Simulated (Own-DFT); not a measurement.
# Biaxial strain at fixed height in wurtzite AlGaN with randomly placed atoms, 96 atoms (Al36Ga12N48)

Everything here is calculated. The program is Own-DFT (plane waves, in-house, since retired, never reviewed by a person); positions were held fixed, and spin and spin-orbit coupling were off.

All runs used: PBE; PseudoDojo norm-conserving scalar-relativistic files (stringent for Ga); cutoff 96 hartree; 3 x 4 x 3 k mesh centred on Gamma; Gaussian smearing of 0.01 eV.

Caveats: k mesh not checked against a denser one; stress not checked against mesh or cutoff.

Unstrained cell vectors in Å: (12.525, 0.000, 0.000); (-4.697, 8.135, 0.000); (0.000, 0.000, 10.066). The unstrained cell has measured lattice constants (interpolated for alloys), not those of this functional. That, the random moves and any unrelaxed bonds set the pressure at no strain. Each run strains x and y alike by e, as a substrate would, and holds the height along z. Each atom got a random Gaussian move of width 0.05 Å along each axis. The random placing of the alloy's atoms differs from row to row. Stress is positive in tension.

| e (%) | u (Å) | (s_xx + s_yy)/2 (GPa) | s_zz (GPa) |
|---|---|---|---|
| -1.75 | 0.050 | -17.32 | -9.23 |
| -0.75 | 0.053 | -10.49 | -9.36 |
| -0.50 | 0.050 | -8.20 | -9.40 |
| -0.25 | 0.053 | -7.88 | -6.92 |
| 0.50 | 0.050 | -4.12 | -4.60 |
| 1.00 | 0.051 | -1.21 | -4.27 |
| 1.25 | 0.047 | ? | ? |
| 1.50 | 0.051 | 1.72 | -5.63 |
| 1.75 | 0.046 | 2.48 | -1.82 |
| 2.75 | 0.051 | 7.57 | -2.58 |

## Fit

With e as a fraction, the in-plane stress is -6.3 + 562 e - 2357 e² GPa (errors 17 and 990, scatter 0.54), and s_zz is -6.9 + 185 e GPa (slope ± 35, scatter 1.38). At e = 0 the first slope is C11 + C12 and the second 2 C13, both with the ions held to the strained lattice and at the cell's own pressure. A free layer would change its height as e changes, and the in-plane slope would drop by 2 C13²/C33 to the biaxial modulus. At fixed height, a misfit of 1 % moves the in-plane stress by about 5.6 GPa and s_zz by 1.9 GPa.

## Withheld run

Question: what are the two stresses at e = 1.25 %?

The fit gives 0.3 and -4.5 GPa. DFT gave 0.36 and -3.80 GPa.
